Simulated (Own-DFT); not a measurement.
# Strain and stress in wurtzite GaN, 72 atoms (Ga36N36)

These are calculations, not measurements. They come from Own-DFT, an in-house plane-wave density functional program, since retired, whose code no person has reviewed. Each row is one single-point run on a periodic cell that was not relaxed, without spin or spin-orbit coupling.

Settings of every run: PBE; PseudoDojo norm-conserving scalar-relativistic files; cutoff 42 hartree; 4 x 4 x 3 k mesh centred on Gamma; Fermi-Dirac smearing of 0.1 eV.

Known limits: forces not confirmed at this smearing and k mesh; stress not checked against mesh or cutoff.

Unstrained cell vectors in Å: (9.567, 0.000, 0.000); (-4.783, 8.285, 0.000); (0.000, 0.000, 10.370). The unstrained cell has measured lattice constants (interpolated for alloys), not those of this functional. That, the random moves and any unrelaxed bonds set the pressure at no strain. Each run strains this cell uniformly, with the atoms carried along. Every atom was also moved at random, by a Gaussian of width 0.05 Å on each axis. Strain is the symmetric tensor, in per cent. Stress is positive in tension, and the pressure is minus a third of its trace.

| run | e_xx (%) | e_yy (%) | e_zz (%) | e_yz (%) | e_xz (%) | e_xy (%) | s_xx (GPa) | s_yy (GPa) | s_zz (GPa) | s_yz (GPa) | s_xz (GPa) | s_xy (GPa) | P (GPa) | E (meV/atom) |
|---|---|---|---|---|---|---|---|---|---|---|---|---|---|---|
| 1 | 0.79 | 0.16 | -0.44 | -0.51 | -1.43 | 0.69 | -6.82 | -4.61 | -10.70 | -0.56 | -4.28 | 1.70 | 7.38 | 31.3 |
| 2 | 1.32 | -0.05 | -0.99 | -0.72 | 1.53 | -0.91 | -2.77 | -7.37 | -11.33 | -1.72 | 3.06 | -2.50 | 7.16 | 13.2 |
| 3 | -1.51 | 1.06 | -1.57 | -1.93 | 0.63 | 0.51 | -14.13 | -6.58 | -16.61 | -3.68 | 1.29 | 0.06 | 12.44 | 47.2 |
| 4 | 0.04 | -1.76 | 1.10 | 0.01 | -0.57 | -0.41 | -8.51 | -13.57 | -4.49 | -0.30 | -1.29 | 0.78 | 8.86 | 15.9 |
| 5 | -0.49 | 1.66 | 0.48 | 0.69 | 0.56 | 0.22 | -7.84 | -1.46 | -4.23 | 1.59 | 1.13 | 0.51 | 4.51 | 0.0 |
| 6 | 0.34 | 0.28 | 1.76 | -1.98 | -1.21 | 1.65 | -3.65 | -4.40 | -0.84 | -3.58 | -2.34 | 5.48 | 2.96 | 5.2 |
| 7 | 1.58 | -0.56 | -0.18 | -0.72 | 1.54 | 1.93 | -2.36 | -8.48 | -8.55 | -1.14 | 3.14 | 5.77 | 6.46 | 23.2 |
| 8 | 1.69 | -0.65 | -1.83 | 0.43 | -0.98 | 0.41 | -3.40 | -10.23 | -16.25 | 1.47 | -3.61 | 1.16 | 9.96 | 32.9 |
| 9 | 1.97 | -0.28 | 1.82 | -0.17 | -1.59 | -0.56 | 1.22 | -4.31 | -0.08 | -0.50 | -3.24 | -1.45 | 1.06 | 0.1 |
| 10 | 0.91 | 0.28 | -0.98 | -0.40 | -0.88 | -1.63 | -3.03 | -7.73 | -12.28 | -0.99 | -1.17 | -4.14 | 7.68 | 18.1 |
| 11 | 1.83 | -0.18 | -0.05 | 1.13 | -0.20 | 0.20 | 0.11 | -6.57 | -7.29 | 2.01 | -0.16 | 1.43 | 4.58 | 9.6 |
| 12 | -0.87 | 0.56 | 1.89 | 0.28 | 1.55 | 0.02 | -10.69 | -3.85 | 0.27 | 0.02 | 3.09 | -1.20 | 4.76 | 8.3 |
| 13 | -1.86 | -0.37 | -0.83 | 1.39 | 0.61 | 0.48 | -15.47 | -12.86 | -14.72 | 2.41 | 2.24 | 1.22 | 14.35 | 47.8 |
| 14 | 1.98 | 1.65 | 0.14 | 0.92 | -0.29 | -1.13 | 2.01 | 1.57 | -6.29 | 2.07 | -0.78 | -2.47 | 0.90 | 1.5 |
| 15 | -1.40 | 0.51 | 0.20 | -0.53 | 1.88 | 0.01 | -12.18 | -6.40 | -9.39 | -0.62 | 3.43 | 1.03 | 9.32 | 32.5 |
| 16 | -1.55 | -1.88 | 1.48 | -1.68 | 0.59 | 0.20 | ? | ? | ? | ? | ? | ? | ? | ? |

E is the free energy for each atom above the lowest run shown.

## Worked fit

Each stress component was fitted by least squares to a constant and the strains of the runs shown, as fractions, with shears doubled. Shear strains stay in the fit of a normal stress only where such slopes are resolved. The slopes, in GPa:

| stress | at no strain | per e_xx | per e_yy | per e_zz | scatter |
|---|---|---|---|---|---|
| s_xx | -7.7 | 402 ± 21 | 95 ± 32 | 68 ± 23 | 1.04 |
| s_yy | -7.6 | 116 ± 16 | 409 ± 24 | 114 ± 17 | 0.78 |
| s_zz | -8.8 | 74 ± 17 | 71 ± 25 | 454 ± 18 | 0.82 |

Each shear stress against twice its own strain: yz 97 ± 4, xz 107 ± 10, xy 134 ± 14 GPa. These are stiffnesses along x, y and z of the frame in which the cell vectors are given, which need not be the crystal's axes. The atoms are held to the strained lattice; where symmetry lets them move under strain, relaxing them would lower some slopes. The table should be nearly symmetric about its diagonal, and what it lacks of that shows the noise. A ninth of its sum, 200 ± 4 GPa, estimates the bulk modulus near the mean pressure of these runs, 6.8 GPa, so it lies above the value at zero pressure.

## Withheld run

Question: what normal stresses and pressure should run 16 give?

The fit gives s_xx = -14.7, s_yy = -15.4, s_zz = -4.5 and P = 11.6 GPa. The calculation gave -15.66, -16.55, -4.76 and P = 12.33 GPa.
